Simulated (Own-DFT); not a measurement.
# How strain changes the stress of grey tin, 64 atoms (Sn64)

All numbers below are calculated, not measured. They come from Own-DFT, an in-house plane-wave density functional program, since retired, whose code no person has reviewed. Each row is one single-point run on a periodic cell that was not relaxed, without spin or spin-orbit coupling.

Settings of every run: PBE; PseudoDojo norm-conserving scalar-relativistic files; cutoff 42 hartree; 3 x 3 x 3 k mesh centred on Gamma; cold (Marzari-Vanderbilt) smearing of 0.2 eV.

Known limits: forces on such cells moved up to 12 meV/angstrom on a denser k mesh; stress not checked against mesh or cutoff.

Unstrained cell vectors in Å: (12.978, 0.000, 0.000); (0.000, 12.978, 0.000); (0.000, 0.000, 12.978). The unstrained cell has measured lattice constants (interpolated for alloys), not those of this functional. That, the random moves and any unrelaxed bonds set the pressure at no strain. Each run strains this cell uniformly, with the atoms carried along. Every atom was also moved at random, by a Gaussian of width 0.05 Å on each axis. Strain is the symmetric tensor, in per cent. Stress is positive in tension, and the pressure is minus a third of its trace.

```
run,e_xx (%),e_yy (%),e_zz (%),s_xx (GPa),s_yy (GPa),s_zz (GPa),P (GPa),E (meV/atom)
1,-0.50,-0.50,0.00,-4.23,-4.20,-4.04,4.16,17.5
2,-2.00,-2.00,0.00,-6.13,-6.13,-5.54,5.93,52.1
3,-2.00,-2.00,0.00,-6.10,-6.13,-5.60,5.94,52.0
4,-1.00,-1.00,0.00,-4.76,-4.79,-4.45,4.66,22.7
5,0.25,0.25,0.00,-3.40,-3.36,-3.42,3.39,8.2
6,-2.50,-2.50,0.00,-6.81,-6.85,-6.14,6.60,65.9
7,0.25,0.25,0.00,-3.28,-3.28,-3.37,3.31,0.0
8,-1.00,-1.00,0.00,-4.84,-4.84,-4.53,4.74,28.8
9,-0.50,-0.50,0.00,-4.23,-4.20,-4.04,4.16,15.7
10,-2.50,-2.50,0.00,-6.84,-6.88,-6.12,6.62,66.7
11,-1.50,-1.50,0.00,?,?,?,?,?
```

E is the free energy for each atom above the lowest run shown.

## Worked fit

The change of volume is close to e_xx + e_yy + e_zz. A straight line through the runs shown gives P = 3.58 - 60 x (fractional change of volume) GPa, with an error of 1 on the slope and a scatter of 0.07 GPa. The strain isn't the same on all axes, but the crystal is cubic, so the slope still estimates the bulk modulus, averaged over pressures from 3.3 to 6.6 GPa.

## Withheld run

Question: what pressure should run 11 give? Its volume changes by -2.98 %.

The line gives 5.4 GPa. The calculation gave 5.34 GPa.
